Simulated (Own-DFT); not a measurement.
# What a defect does to the pressure of its cell: 2H SiC

Calculated, not measured: single-point runs of Own-DFT, a retired in-house plane-wave DFT program that no person has reviewed, on unrelaxed cells, without spin or spin-orbit coupling.

All runs used: PBE; PseudoDojo norm-conserving scalar-relativistic files; cutoff 42 hartree; 4 x 4 x 3 k mesh centred on Gamma; Fermi-Dirac smearing of 0.1 eV.

Limits (not all hold for every row): some atoms lie very close together; not probed for a lower state with spin; forces on such cells moved up to 12 meV/angstrom on a denser k mesh; forces on such cells passed a denser k mesh, each cell not checked; stress not checked against mesh or cutoff.

All runs share one cell, with vectors in Å (9.248, 0.000, 0.000); (-4.624, 8.009, 0.000); (0.000, 0.000, 10.068) and a volume of 745.7 Å³. Atoms were moved at random from their sites; u is the rms move along one axis. The defect's site can differ from row to row.

| cell | formula | u (Å) | P (GPa) |
|---|---|---|---|
| no defect | C36Si36 | 0.0321 | 4.05 |
| no defect | C36Si36 | 0.0571 | 6.62 |
| no defect | C36Si36 | 0.0610 | 6.72 |
| one Al on a Si site and one N on a C site | AlC35NSi35 | 0.0290 | 4.12 |
| one Al on a Si site and one N on a C site | AlC35NSi35 | 0.0313 | 4.12 |
| one Al on a Si site and one N on a C site | AlC35NSi35 | 0.0468 | 5.30 |
| one C vacancy | C35Si36 | 0.0284 | 3.67 |
| one C vacancy | C35Si36 | 0.0289 | 3.89 |
| one C vacancy | C35Si36 | 0.0300 | 3.75 |
| one C on a Si site | C37Si35 | 0.0320 | ? |
| one C on a Si site | C37Si35 | 0.0332 | 2.26 |
| one C on a Si site | C37Si35 | 0.0489 | 2.82 |
| one C on a Si site | C37Si35 | 0.0496 | 3.36 |
| one Si on a C site | C35Si37 | 0.0320 | 10.23 |
| one Si on a C site | C35Si37 | 0.0468 | 11.74 |
| one Si on a C site | C35Si37 | 0.0499 | 12.24 |

## Analysis

P = P0 + c u² + a shift for each defect gives P0 = 3.10 GPa, c = 1009 ± 90 GPa/Å² and a scatter of 0.25 GPa. The shifts, and each times the cell's volume:

- one Si on a C site: 6.38 ± 0.21 GPa, 29.7 eV
- one Al on a Si site and one N on a C site: 0.06 ± 0.23 GPa, 0.3 eV (not resolved)
- one C vacancy: -0.19 ± 0.26 GPa, -0.9 eV (not resolved)
- one C on a Si site: -2.29 ± 0.21 GPa, -10.7 eV

A positive shift means that the defect pushes the cell outwards. Shift times volume (160.2 GPa Å³ is 1 eV) depends little on the cell's size, so, taken for each site, it can be compared between cells at like pressure. The atoms around the defects weren't relaxed, which would change these numbers.

## Prediction

Question: what pressure belongs in the blank (one C on a Si site, u = 0.0320 Å)?

Estimate: 1.85 ± 0.30 GPa. Computed: 2.06 GPa.
